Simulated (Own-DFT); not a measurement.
## Calculated data, Hf$_{36}$O$_{71}$ (tetragonal hafnia with one neutral oxygen vacancy, atoms displaced)

A calculation, not a measurement: plane-wave PBE and HSE06 DFT by an unreviewed code, no spin, of a simulated cell at Gamma alone, so results move with cell size and shape, stress positive in tension, energies less offsets, not probed for a lower state with spin; hafnium file: forces about 75 meV/angstrom off all-electron values; oxygen file: force components 24 meV/angstrom off all-electron in a glass; k mesh not checked against a denser one; forces and stress are PBE's, HSE06 gives the energy alone, and its difference from PBE has offsets of its own; offsets are fitted by least squares, one for each functional and potential file, so energies compare only between cells with the same atoms and settings and are not formation energies; the far tail of each file's local potential was reset to the Coulomb form; each entry is a single point on an unrelaxed cell, so the pressure reflects the starting lattice, taken from the Materials Project, from which strain is counted, and rises with the displacements; printed positions are rounded, which can move forces by about a meV/angstrom; the program is a retired in-house code; no spin-orbit coupling. Program: Own-DFT development build.

Hf$_{36}$O$_{71}$ (tetragonal hafnia with one neutral oxygen vacancy, atoms displaced)

```xyz
107
Lattice="10.7800 0.0000 0.0000 0.0000 10.7800 0.0000 0.0000 0.0000 10.4493" Properties=species:S:1:pos:R:3 Hf36O71
Hf     0.0251     0.0073     0.0350
Hf     1.8113     1.8051     2.5868
O     10.7549     1.8755     1.6850
O      1.7874     0.1109     3.6480
O     10.7307     1.7209     4.1892
O      1.8643    10.7782     1.0051
Hf     0.0450     0.0355     5.3113
Hf     1.8457     1.8055     7.9052
O     10.6334     1.8488     6.7585
O      1.7548    10.7600     8.8789
O      0.0350     1.7938     9.4581
O      1.8771    10.7232     6.2734
Hf    10.7736     3.5739    10.4281
Hf     1.7827     5.4913     2.6044
O      0.0110     5.3591     1.5770
O      1.7428     3.5546     3.6766
O      0.0612     5.3452     4.1726
O      1.7944     3.6811     0.9936
Hf    10.6851     3.5852     5.2182
Hf     1.8544     5.4136     7.8359
O     10.7625     5.2306     6.7393
O      1.8179     3.5792     8.8431
O      0.0216     5.4466     9.3901
O      1.7579     3.6858     6.2891
Hf    10.7432     7.1889    10.4324
Hf     1.8904     8.9517     2.6558
O     10.7742     8.9574     1.5017
O      1.7883     7.2814     3.6187
O      0.0422     8.9237     4.2885
O      1.7898     7.1200     0.9905
Hf    10.7702     7.1847     5.2066
Hf     1.8830     8.9709     7.8231
O     10.7604     8.9212     6.8630
O      1.7793     7.3415     8.8339
O      0.0166     9.0364     9.3969
O      1.8787     7.1300     6.1861
Hf     3.5748    10.7602    10.4130
Hf     5.3879     1.8167     2.6187
O      3.6090     1.7904     1.6442
O      5.5169     0.0473     3.6237
O      3.5996     1.7817     4.2124
O      5.3928    10.7344     0.9645
Hf     3.5588     0.0702     5.2855
Hf     5.3576     1.8276     7.7375
O      3.5538     1.8295     6.7882
O      5.4545    10.7268     8.9511
O      5.4270     0.0040     6.2234
Hf     3.4761     3.6773     0.0438
Hf     5.3657     5.4595     2.6031
O      3.5640     5.4429     1.5569
O      5.4023     3.5175     3.6716
O      3.6058     5.3884     4.2780
O      5.3718     3.6151     1.0233
Hf     3.5848     3.6607     5.2877
Hf     5.3524     5.3821     7.7830
O      3.5775     5.3712     6.7809
O      5.4188     3.5958     8.8803
O      3.5624     5.4786     9.4487
O      5.3714     3.5832     6.2794
Hf     3.5729     7.1703     0.0786
Hf     5.4106     8.9678     2.7332
O      3.6139     8.8989     1.5675
O      5.4096     7.1715     3.6442
O      3.6106     8.9475     4.2494
O      5.3701     7.1743     1.1013
Hf     3.5773     7.1831     5.1854
Hf     5.3483     8.9853     7.8624
O      3.5156     9.0371     6.7856
O      5.4702     7.1837     8.8962
O      3.6108     9.0027     9.4951
O      5.2753     7.1482     6.2258
Hf     7.1712     0.0308    10.3772
Hf     8.9961     1.8792     2.5850
O      7.2017     1.8072     1.5156
O      8.9916    10.6665     3.6075
O      7.2257     1.8614     4.2047
O      9.0303     0.0473     0.9928
Hf     7.1141     0.0423     5.2512
Hf     9.0145     1.7870     7.8800
O      7.2224     1.7858     6.8680
O      9.0041    10.7409     8.9417
O      7.1445     1.8042     9.3958
O      8.9968     0.0006     6.2977
Hf     7.1928     3.6823     0.0507
Hf     9.0057     5.3796     2.6217
O      7.2192     5.3801     1.6172
O      9.0659     3.6153     3.6533
O      7.1819     5.3334     4.2666
O      9.0733     3.5263     0.9700
Hf     7.2811     3.5354     5.1827
Hf     9.0405     5.3841     7.9040
O      7.1394     5.3693     6.7764
O      9.0441     3.6232     8.8781
O      7.1796     5.3815     9.4613
O      9.0144     3.5790     6.1730
Hf     7.1565     7.2366     0.0399
Hf     8.9621     9.0258     2.6360
O      7.1653     8.9465     1.5762
O      9.0625     7.0937     3.6158
O      7.2264     9.0145     4.1306
O      8.9178     7.2277     1.0948
Hf     7.1219     7.1478     5.2471
Hf     8.9208     8.9697     7.7943
O      7.2288     8.9967     6.8120
O      8.9949     7.2335     8.8570
O      7.2818     8.9651     9.3639
O      9.0249     7.2451     6.3012
```

Here we set first functional PBE, second functional HSE06, exact exchange share 0.25, screening 0.11 1/bohr, exchange divergence Gygi-Baldereschi, potential files PseudoDojo norm-conserving, scalar-relativistic, made for PBE, standard set, wave cutoff 48 hartree, occupations fixed and k mesh 1 x 1 x 1 centred on Gamma.

Results for Hf$_{36}$O$_{71}$ (tetragonal hafnia with one neutral oxygen vacancy, atoms displaced): PBE energy of cell above offsets -97.028 eV; HSE06 less PBE above offsets 0.035 eV; PBE pressure 2.17 GPa; PBE stress xx -2.4 GPa; PBE stress yy -1.82 GPa; PBE stress zz -2.29 GPa; PBE stress yz 0.12 GPa; PBE stress xz 1.43 GPa; PBE stress xy 0.01 GPa.

Force:
| element | x (eV/Å) | y (eV/Å) | z (eV/Å) |
| --- | --- | --- | --- |
| Hf | -0.549 | -1.854 | -0.556 |
| Hf | -0.213 | 0.523 | 1.117 |
| O | 1.432 | -0.091 | -1.318 |
| O | 0.429 | -2.285 | 0.22 |
| O | -0.351 | 0.505 | 0.526 |
| O | -0.627 | 0.248 | 0.602 |
| Hf | -1.151 | -0.709 | -0.76 |
| Hf | -1.175 | -0.401 | -0.279 |
| O | 2.762 | -0.597 | 0.486 |
| O | 1.045 | 0.83 | -0.461 |
| O | 0.045 | 0.376 | -0.402 |
| O | -1.722 | 0.985 | 0.283 |
| Hf | 0.319 | 0.508 | -0.214 |
| Hf | -1.218 | -1.743 | 0.572 |
| O | -0.262 | 0.404 | -0.042 |
| O | 0.794 | 0.593 | -1.027 |
| O | 0.199 | 1.176 | -0.173 |
| O | -0.59 | -0.346 | 0.615 |
| Hf | 2.951 | -0.29 | -0.629 |
| Hf | -1.595 | 0.07 | -0.664 |
| O | -0.045 | 1.398 | 1.492 |
| O | 0.612 | 0.668 | 0.603 |
| O | 0.172 | -0.847 | -0.139 |
| O | 0.871 | -0.754 | -0.167 |
| Hf | -0.815 | 2.344 | 0.03 |
| Hf | -1.602 | 2.609 | -1.338 |
| O | 0.927 | 0.057 | 1.545 |
| O | 0.435 | -2.128 | 0.235 |
| O | 0.12 | 1.467 | -0.677 |
| O | -0.441 | -0.014 | 0.597 |
| Hf | -0.48 | -0.356 | 0.835 |
| Hf | -3.39 | 1.373 | 0.414 |
| O | 1.434 | 0.276 | -0.397 |
| O | 0.313 | -3.134 | 0.547 |
| O | -0.105 | -0.673 | 1.069 |
| O | -1.397 | -0.186 | 0.712 |
| Hf | 0.902 | 1.137 | 0.533 |
| Hf | 0.388 | 0.152 | -0.85 |
| O | -0.13 | 0.419 | -1.082 |
| O | -0.388 | -0.649 | 0.406 |
| O | 0.288 | 0.385 | 0.52 |
| O | -0.634 | 0.172 | 0.685 |
| Hf | 0.245 | -0.198 | -1.5 |
| Hf | 1.467 | 0.61 | 2.112 |
| O | 0.17 | -0.473 | 0.439 |
| O | -0.878 | 0.6 | -2.105 |
| O | -1.668 | 0.118 | 1.088 |
| Hf | 2.329 | -0.99 | -0.944 |
| Hf | 0.659 | -2.093 | -0.267 |
| O | 0.492 | -0.221 | 0.835 |
| O | -0.248 | 1.692 | -0.413 |
| O | 0.017 | 0.352 | -1.783 |
| O | -0.458 | 0.458 | 0.053 |
| Hf | -0.953 | -1.417 | -0.764 |
| Hf | 1.261 | -0.401 | 0.995 |
| O | 0.446 | -0.296 | 0.683 |
| O | -0.925 | 0.002 | -0.775 |
| O | -0.381 | -1.07 | -0.81 |
| O | 0.433 | -0.37 | -0.034 |
| Hf | 0.481 | 1.275 | -0.427 |
| Hf | 0.721 | 1.28 | -2.102 |
| O | -0.129 | 0.111 | 1.22 |
| O | 0.253 | -0.039 | 0.814 |
| O | 0.228 | 1.673 | -0.96 |
| O | 0.319 | -0.586 | -0.15 |
| Hf | -0.375 | -0.055 | 0.506 |
| Hf | 0.79 | -0.229 | 0.573 |
| O | 3.096 | -0.263 | 0.099 |
| O | -0.558 | 0.313 | -0.713 |
| O | 0.265 | -0.868 | -1.195 |
| O | 1.565 | 0.518 | 0.56 |
| Hf | 0.712 | 0.092 | 0.62 |
| Hf | -0.41 | -2.23 | 0.162 |
| O | -0.218 | 0.262 | 1.046 |
| O | 0.014 | 2.746 | 0.657 |
| O | 0.447 | -1.772 | -0.466 |
| O | -0.74 | -0.064 | 0.673 |
| Hf | 2.823 | -0.438 | -0.995 |
| Hf | -0.977 | -1.261 | 0.774 |
| O | -0.484 | 0.066 | -0.98 |
| O | -0.138 | 1.301 | -1.102 |
| O | 0.384 | 0.769 | 0.23 |
| O | -0.463 | -0.064 | -0.586 |
| Hf | -0.876 | -1.797 | -0.566 |
| Hf | 0.598 | 0.809 | -0.286 |
| O | -0.614 | -0.474 | 0.208 |
| O | -0.682 | -0.023 | -0.254 |
| O | -0.111 | 0.996 | -0.83 |
| O | -1.654 | 0.441 | 0.884 |
| Hf | -1.506 | 1.32 | 1.3 |
| Hf | -0.343 | 1.073 | -1.069 |
| O | 0.679 | 0.629 | 0.838 |
| O | 0.027 | -0.356 | -0.144 |
| O | 0.412 | 0.66 | -0.135 |
| O | -2.183 | 0.245 | 1.433 |
| Hf | 0.556 | 0.38 | -0.414 |
| Hf | 0.448 | -1.431 | -1.39 |
| O | -0.326 | 0.137 | 0.255 |
| O | -0.38 | 1.079 | 0.858 |
| O | -0.813 | -1.276 | 1.31 |
| O | 0.901 | -0.842 | -1.143 |
| Hf | 1.382 | 0.027 | 0.357 |
| Hf | 2.098 | 0.684 | 1.155 |
| O | -2.928 | -0.304 | -1.075 |
| O | 0.206 | -1.624 | 0.533 |
| O | -0.844 | 0.044 | 0.635 |
| O | -1.217 | -0.853 | -1.006 |
